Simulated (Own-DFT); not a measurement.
# Computed records: AlGa3N4 (wurtzite random alloy, strained, atoms displaced)

A calculation, not a measurement: plane-wave PBE density functional theory by an unreviewed code, no spin, of a simulated periodic cell, stress positive in tension, free energy of the whole cell less one offset for each atom, forces on such cells passed a denser k mesh, this cell's mesh not checked; offsets are fitted by least squares, one for each functional and potential file, so energies compare only between cells with the same atoms and settings and are not formation energies; the far tail of each file's local potential was reset to the Coulomb form; each entry is a single point on an unrelaxed cell, so the pressure reflects the starting lattice, mostly measured values, from which strain is counted, and rises with the displacements; printed positions are rounded, which can move forces by about a meV/angstrom; the program is a retired in-house code; no spin-orbit coupling. Program: Own-DFT development build.

Settings shared by all entries: functional PBE; potential files PseudoDojo norm-conserving, scalar-relativistic, standard set; wave cutoff 42 hartree; occupations Fermi-Dirac; smearing width 0.1 eV; k mesh 4 x 4 x 3 centred on Gamma.

(1) AlGa3N4 (wurtzite random alloy, strained, atoms displaced)

```cif
# cell vector a (Å): 9.4855 0.0000 0.0000
# cell vector b (Å): -4.7427 8.2147 0.0000
# cell vector c (Å): 0.0000 0.0000 10.2685
data_AlGa3N4
_symmetry_space_group_name_H-M 'P 1'
_symmetry_Int_Tables_number 1
_cell_length_a 9.4855
_cell_length_b 9.4855
_cell_length_c 10.2685
_cell_angle_alpha 90.000
_cell_angle_beta 90.000
_cell_angle_gamma 120.000
_cell_volume 800.13
loop_
_atom_site_label
_atom_site_type_symbol
_atom_site_fract_x
_atom_site_fract_y
_atom_site_fract_z
_atom_site_occupancy
Ga1 Ga 0.10416 0.22387 0.99288 1
Ga2 Ga 0.22503 0.11151 0.24810 1
N1 N 0.10810 0.21318 0.18865 1
N2 N 0.21287 0.10335 0.43186 1
Ga3 Ga 0.11650 0.22351 0.49740 1
Al1 Al 0.22792 0.11302 0.75149 1
N3 N 0.11514 0.22973 0.68819 1
N4 N 0.22140 0.10834 0.94134 1
Ga4 Ga 0.10281 0.55027 0.00682 1
Ga5 Ga 0.23177 0.44868 0.25202 1
N5 N 0.10580 0.55262 0.18820 1
N6 N 0.22774 0.44072 0.44490 1
Ga6 Ga 0.11065 0.54846 0.50381 1
Al2 Al 0.22620 0.44991 0.75172 1
N7 N 0.11321 0.55855 0.68382 1
N8 N 0.22370 0.44179 0.94650 1
Al3 Al 0.09813 0.88328 0.00872 1
Ga7 Ga 0.22065 0.78395 0.25294 1
N9 N 0.10077 0.88933 0.19843 1
N10 N 0.22792 0.78345 0.43209 1
Ga8 Ga 0.10921 0.88327 0.50661 1
Al4 Al 0.22295 0.78161 0.75737 1
N11 N 0.10920 0.89060 0.69517 1
N12 N 0.22354 0.77881 0.94126 1
Ga9 Ga 0.43224 0.22384 0.00028 1
Al5 Al 0.55306 0.11358 0.24819 1
N13 N 0.43832 0.22326 0.19115 1
N14 N 0.54027 0.10226 0.44828 1
Ga10 Ga 0.44021 0.21767 0.49957 1
Ga11 Ga 0.55451 0.10245 0.74449 1
N15 N 0.43760 0.22439 0.69501 1
N16 N 0.55469 0.10667 0.93881 1
Ga12 Ga 0.45084 0.56473 0.99651 1
Ga13 Ga 0.54733 0.43297 0.25355 1
N17 N 0.45024 0.56019 0.19371 1
N18 N 0.56886 0.45520 0.43651 1
Ga14 Ga 0.43886 0.54931 0.49959 1
Ga15 Ga 0.55803 0.45217 0.75106 1
N19 N 0.44310 0.56116 0.68421 1
N20 N 0.55298 0.44233 0.93797 1
Ga16 Ga 0.44138 0.89615 0.99497 1
Ga17 Ga 0.56099 0.78470 0.24923 1
N21 N 0.44437 0.88377 0.19605 1
N22 N 0.54873 0.75981 0.43698 1
Ga18 Ga 0.44636 0.89554 0.50164 1
Ga19 Ga 0.55868 0.77196 0.75096 1
N23 N 0.43188 0.88555 0.69683 1
N24 N 0.55191 0.78092 0.94097 1
Ga20 Ga 0.78091 0.23021 0.99765 1
Ga21 Ga 0.88019 0.09193 0.24713 1
N25 N 0.77919 0.22777 0.19570 1
N26 N 0.88280 0.10549 0.42848 1
Ga22 Ga 0.76976 0.22136 0.49516 1
Al6 Al 0.88710 0.11143 0.75848 1
N27 N 0.78013 0.22232 0.68811 1
N28 N 0.89884 0.11583 0.93951 1
Ga23 Ga 0.77901 0.55362 0.00392 1
Al7 Al 0.88650 0.43891 0.26221 1
N29 N 0.77765 0.55121 0.19149 1
N30 N 0.89647 0.45249 0.43971 1
Ga24 Ga 0.77371 0.55913 0.50115 1
Al8 Al 0.89229 0.44609 0.75269 1
N31 N 0.77661 0.56059 0.68783 1
N32 N 0.89113 0.44887 0.94455 1
Al9 Al 0.77026 0.88838 0.99607 1
Ga25 Ga 0.88040 0.77755 0.25555 1
N33 N 0.77368 0.88242 0.18976 1
N34 N 0.88771 0.77763 0.43751 1
Ga26 Ga 0.76573 0.88164 0.49927 1
Ga27 Ga 0.88426 0.76586 0.74652 1
N35 N 0.77285 0.89555 0.68648 1
N36 N 0.89928 0.79197 0.94257 1
```

It finds free energy of cell above offsets 7.562 eV; pressure 8.49 GPa; stress xx -7.98 GPa; stress yy -9.76 GPa; stress zz -7.74 GPa; stress yz -0.56 GPa; stress xz -0.62 GPa; stress xy -2.7 GPa.

Force:
```tsv
element	x (eV/Å)	y (eV/Å)	z (eV/Å)
Ga	3.038	0.129	2.284
Ga	-1.547	-0.625	0.066
N	-0.669	1.176	-0.383
N	1.033	0.532	1.588
Ga	-1.229	-1.46	0.405
Al	-1.772	-0.283	0.524
N	-0.066	-0.754	1.353
N	-1.031	-1.302	-0.92
Ga	1.783	1.22	-0.234
Ga	-1.326	-0.913	-0.558
N	-0.156	-0.116	1.914
N	-1.519	0.057	-1.36
Ga	0.45	1.362	-1.266
Al	-0.356	-0.493	0.038
N	-0.307	0.117	3.032
N	-0.482	1.446	-2.204
Al	2.271	1.476	0.17
Ga	0.051	-1.07	-1.26
N	0.958	-0.416	-2.169
N	-0.289	-1.085	2.383
Ga	-0.091	0.264	-0.821
Al	-0.862	-0.798	-0.399
N	0.931	0.128	0.045
N	-1.917	-0.339	-0.072
Ga	1.679	-0.177	0.017
Al	0.402	-0.638	0.084
N	2.129	-1.252	-0.536
N	1.468	2.381	-2.693
Ga	-1.505	1.096	0.761
Ga	-0.661	1.636	0.923
N	1.177	0.054	-0.887
N	-0.216	2.225	-0.291
Ga	-0.347	-1.302	1.629
Ga	0.515	2.455	-0.606
N	0.268	-0.36	-1.066
N	-1.827	-2.573	0.645
Ga	1.337	0.153	0.143
Ga	-0.484	-1.11	-0.242
N	-0.08	-1.235	1.338
N	0.437	0.959	0.181
Ga	0.376	-1.281	1.765
Ga	-0.592	-1.578	0.707
N	-1.068	2.362	-1.145
N	-1.023	2.47	0.213
Ga	0.372	-3.508	0.681
Ga	-1.457	1.233	-0.053
N	1.166	-0.765	-1.039
N	1.184	0.771	-0.403
Ga	-0.284	-1.333	1.203
Ga	0.159	3.132	-0.243
N	-0.758	-1.028	-0.333
N	-0.253	0.304	2.088
Ga	1.324	0.034	0.234
Al	0.737	0.377	-2.055
N	0.207	0.682	0.741
N	-3.36	-2.24	-0.732
Ga	-1.031	0.927	0.483
Al	0.252	1.157	-1.969
N	0.248	-0.409	0.539
N	-1.029	-1.051	0.399
Ga	1.865	0.464	-0.188
Al	-0.148	-0.134	-0.63
N	1.321	-2.522	0.337
N	-0.406	-0.37	-2.712
Al	1.156	0.316	0.676
Ga	1.034	-1.225	-0.572
N	-0.228	-0.328	-2.679
N	-0.103	0.246	1.468
Ga	0.784	0.87	-0.12
Ga	-0.483	3.461	1.372
N	1.196	0.187	1.064
N	-2.344	-1.787	-0.651
```

(2) AlGa3N4 (wurtzite random alloy, strained, atoms displaced)

```cif
# cell vector a (Å): 9.4855 0.0000 0.0000
# cell vector b (Å): -4.7427 8.2147 0.0000
# cell vector c (Å): 0.0000 0.0000 10.2685
data_AlGa3N4
_symmetry_space_group_name_H-M 'P 1'
_symmetry_Int_Tables_number 1
_cell_length_a 9.4855
_cell_length_b 9.4855
_cell_length_c 10.2685
_cell_angle_alpha 90.000
_cell_angle_beta 90.000
_cell_angle_gamma 120.000
_cell_volume 800.13
loop_
_atom_site_label
_atom_site_type_symbol
_atom_site_fract_x
_atom_site_fract_y
_atom_site_fract_z
_atom_site_occupancy
Al1 Al 0.11457 0.22347 0.00404 1
Ga1 Ga 0.22582 0.11960 0.25132 1
N1 N 0.12068 0.23034 0.18389 1
N2 N 0.21863 0.10999 0.43828 1
Ga2 Ga 0.11826 0.22292 0.49192 1
Al2 Al 0.21965 0.11356 0.76104 1
N3 N 0.12164 0.22293 0.68754 1
N4 N 0.21733 0.11214 0.93529 1
Al3 Al 0.11457 0.56170 0.00319 1
Ga3 Ga 0.21891 0.43884 0.24865 1
N5 N 0.11592 0.56617 0.18545 1
N6 N 0.21575 0.43716 0.44006 1
Ga4 Ga 0.10547 0.56032 0.50218 1
Ga5 Ga 0.23471 0.44703 0.75698 1
N7 N 0.10919 0.55023 0.68600 1
N8 N 0.22465 0.44738 0.94203 1
Ga6 Ga 0.10205 0.87438 0.99852 1
Ga7 Ga 0.22118 0.76751 0.25342 1
N9 N 0.11224 0.88776 0.19022 1
N10 N 0.22937 0.77257 0.43023 1
Ga8 Ga 0.10302 0.89094 0.49898 1
Ga9 Ga 0.22320 0.76499 0.76139 1
N11 N 0.11663 0.88768 0.69548 1
N12 N 0.22087 0.77856 0.93543 1
Ga10 Ga 0.44253 0.22308 0.00089 1
Al4 Al 0.56281 0.10107 0.24881 1
N13 N 0.43988 0.22021 0.18937 1
N14 N 0.55667 0.11948 0.43151 1
Ga11 Ga 0.44888 0.22105 0.50282 1
Al5 Al 0.55485 0.11087 0.75063 1
N15 N 0.44707 0.22196 0.68538 1
N16 N 0.54906 0.10239 0.93184 1
Ga12 Ga 0.44487 0.56012 0.99869 1
Ga13 Ga 0.56895 0.44037 0.25013 1
N17 N 0.44472 0.55903 0.18541 1
N18 N 0.54509 0.44370 0.43326 1
Ga14 Ga 0.45589 0.55737 0.49418 1
Al6 Al 0.56245 0.44538 0.74976 1
N19 N 0.44245 0.56131 0.68441 1
N20 N 0.54758 0.44129 0.93218 1
Al7 Al 0.44723 0.89632 0.00112 1
Ga15 Ga 0.54529 0.77258 0.24530 1
N21 N 0.44938 0.89040 0.18446 1
N22 N 0.55055 0.78067 0.43760 1
Ga16 Ga 0.44737 0.89004 0.49684 1
Al8 Al 0.56141 0.78116 0.75875 1
N23 N 0.44538 0.88874 0.67848 1
N24 N 0.54541 0.77087 0.93362 1
Al9 Al 0.77757 0.22620 0.99801 1
Ga17 Ga 0.89059 0.11436 0.24231 1
N25 N 0.77795 0.22008 0.18789 1
N26 N 0.88915 0.10613 0.44311 1
Ga18 Ga 0.78439 0.22297 0.49470 1
Ga19 Ga 0.89421 0.12005 0.75399 1
N27 N 0.78462 0.22992 0.69033 1
N28 N 0.88895 0.10919 0.93663 1
Ga20 Ga 0.78441 0.56403 0.99605 1
Ga21 Ga 0.88471 0.43516 0.24779 1
N29 N 0.77349 0.55927 0.18814 1
N30 N 0.88623 0.44043 0.43134 1
Ga22 Ga 0.77762 0.55421 0.50208 1
Ga23 Ga 0.88492 0.44504 0.74603 1
N31 N 0.78635 0.55555 0.67640 1
N32 N 0.89903 0.43576 0.93365 1
Ga24 Ga 0.78119 0.89249 0.99458 1
Ga25 Ga 0.89879 0.77933 0.25105 1
N33 N 0.77846 0.89025 0.18934 1
N34 N 0.89812 0.78000 0.43139 1
Ga26 Ga 0.76541 0.88382 0.50061 1
Ga27 Ga 0.89116 0.78156 0.74306 1
N35 N 0.79074 0.89476 0.68975 1
N36 N 0.88063 0.77910 0.93257 1
```

It finds free energy of cell above offsets 7.559 eV; pressure 8.54 GPa; stress xx -5.77 GPa; stress yy -8.89 GPa; stress zz -10.97 GPa; stress yz -0.19 GPa; stress xz 0.52 GPa; stress xy 0.79 GPa.

Force:
```tsv
element	x (eV/Å)	y (eV/Å)	z (eV/Å)
Al	-0.363	0.172	-1.436
Ga	0.254	-1.484	0.017
N	-1.095	-1.506	-0.45
N	1.617	-0.2	-0.402
Ga	-1.28	-0.212	2.073
Al	0.933	-0.573	-2.718
N	-0.464	-0.073	0.504
N	-0.053	-0.301	1.752
Al	0.576	-0.802	-0.735
Ga	0.242	2.042	0.811
N	-0.308	-3.03	-1.113
N	0.112	1.857	-0.863
Ga	1.484	-0.752	-0.466
Ga	-1.43	-0.854	-1.314
N	0.225	0.084	0.936
N	-1.214	-0.671	0.803
Ga	-0.416	1.976	0.393
Ga	-0.363	2.62	-0.877
N	0.819	0.595	-0.876
N	-1.352	0.867	1.968
Ga	2.542	0.217	1.238
Ga	-0.261	1.054	-3.78
N	0.015	0.777	-0.479
N	1.303	-0.542	3.04
Ga	-0.179	-0.434	-0.223
Al	-1.961	0.969	0.09
N	2.368	-0.308	-0.27
N	1.329	-0.987	-0.492
Ga	-1.294	0.08	-0.605
Al	0.18	-0.345	-1.497
N	-0.066	0.357	2.108
N	0.884	1.299	0.915
Ga	0.346	-0.922	0.618
Ga	-3.006	-0.243	-0.23
N	0.536	-1.28	0.386
N	3.012	-0.784	0.259
Ga	-3.511	0.456	1.108
Al	-1.02	-0.09	-1.147
N	2.847	0.753	0.834
N	1.439	0.602	-0.152
Al	0.022	-1.444	-0.428
Ga	1.796	0.472	0.575
N	-0.992	0.671	-0.653
N	1.127	-0.809	-1.004
Ga	-1.203	0.573	0.079
Al	-0.428	-0.012	-2.981
N	0.971	0.524	2.916
N	-0.181	2.321	0.835
Al	0.339	-1.225	-0.414
Ga	1.101	-0.962	1.315
N	-0.962	-0.33	-1.622
N	-0.042	0.204	-1.401
Ga	-0.523	-0.387	0.981
Ga	0.974	0.113	-1.482
N	-1.338	-1.862	-0.532
N	-0.239	1.729	1.733
Ga	-0.408	-1.713	0.221
Ga	-0.014	1.973	-0.421
N	2.437	0.079	-1.16
N	-0.277	0.597	0.667
Ga	-0.215	0.05	-3.005
Ga	1.687	0.216	0.408
N	-2.242	0.175	3.018
N	-1.245	1.332	1.303
Ga	-1.296	-0.451	1.288
Ga	-1.564	0.172	-0.809
N	0.128	-0.296	-0.609
N	-2.261	-1.272	1.513
Ga	1.54	0.554	-0.157
Ga	1.227	-0.398	0.187
N	-2.678	-0.402	-0.009
N	1.337	-0.581	-0.074
```
